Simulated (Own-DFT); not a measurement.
# Which defects push the lattice out? C11b WSi2

Everything here is calculated. The program is Own-DFT (plane waves, in-house, since retired, never reviewed by a person); positions were held fixed, and spin and spin-orbit coupling were off.

Method: PBE; PseudoDojo norm-conserving scalar-relativistic files; cutoff 50 hartree; 5 x 5 x 5 k mesh centred on Gamma; cold (Marzari-Vanderbilt) smearing of 0.2 eV.

Limits: forces on such cells failed a check on a denser k mesh; stress not checked against mesh or cutoff.

All runs share one cell, with vectors in Å (-2.148, -5.953, 3.409); (-6.444, 2.976, 1.136); (-2.553, -2.948, -6.757) and a volume of 403.2 Å³. Atoms were moved at random from their sites; u is the rms move along one axis. The defect's site can differ from row to row.

| cell | formula | u (Å) | P (GPa) |
|---|---|---|---|
| no defect | Si20W10 | 0.0202 | 4.51 |
| no defect | Si20W10 | 0.0465 | 5.86 |
| no defect | Si20W10 | 0.0578 | 6.46 |
| one W on a Si site | Si19W11 | 0.0269 | 9.58 |
| one W on a Si site | Si19W11 | 0.0330 | 10.23 |
| one W on a Si site | Si19W11 | 0.0523 | 12.25 |
| one W vacancy | Si20W9 | 0.0285 | 3.59 |
| one W vacancy | Si20W9 | 0.0301 | 3.82 |
| one W vacancy | Si20W9 | 0.0471 | 4.15 |
| one Si on a W site | Si21W9 | 0.0281 | 6.00 |
| one Si on a W site | Si21W9 | 0.0320 | 6.34 |
| one Si on a W site | Si21W9 | 0.0525 | 7.46 |
| one Si on a W site | Si21W9 | 0.0537 | ? |
| one Si vacancy | Si19W10 | 0.0273 | 3.21 |
| one Si vacancy | Si19W10 | 0.0317 | 3.26 |
| one Si vacancy | Si19W10 | 0.0481 | 4.05 |

## Analysis

P = P0 + c u² + a shift for each defect gives P0 = 4.12 GPa, c = 753 ± 101 GPa/Å² and a scatter of 0.34 GPa. The shifts, and each times the cell's volume:

- one W on a Si site: 5.42 ± 0.28 GPa, 13.6 eV
- one Si on a W site: 1.32 ± 0.28 GPa, 3.3 eV
- one W vacancy: -1.26 ± 0.29 GPa, -3.2 eV
- one Si vacancy: -1.64 ± 0.29 GPa, -4.1 eV

A positive shift means that the defect pushes the cell outwards. Shift times volume (160.2 GPa Å³ is 1 eV) depends little on the cell's size, so, taken for each site, it can be compared between cells at like pressure. The atoms around the defects weren't relaxed, which would change these numbers.

## Test on the hidden row

Question: what pressure belongs in the blank (one Si on a W site, u = 0.0537 Å)?

Estimate: 7.62 ± 0.42 GPa. Computed: 7.40 GPa.
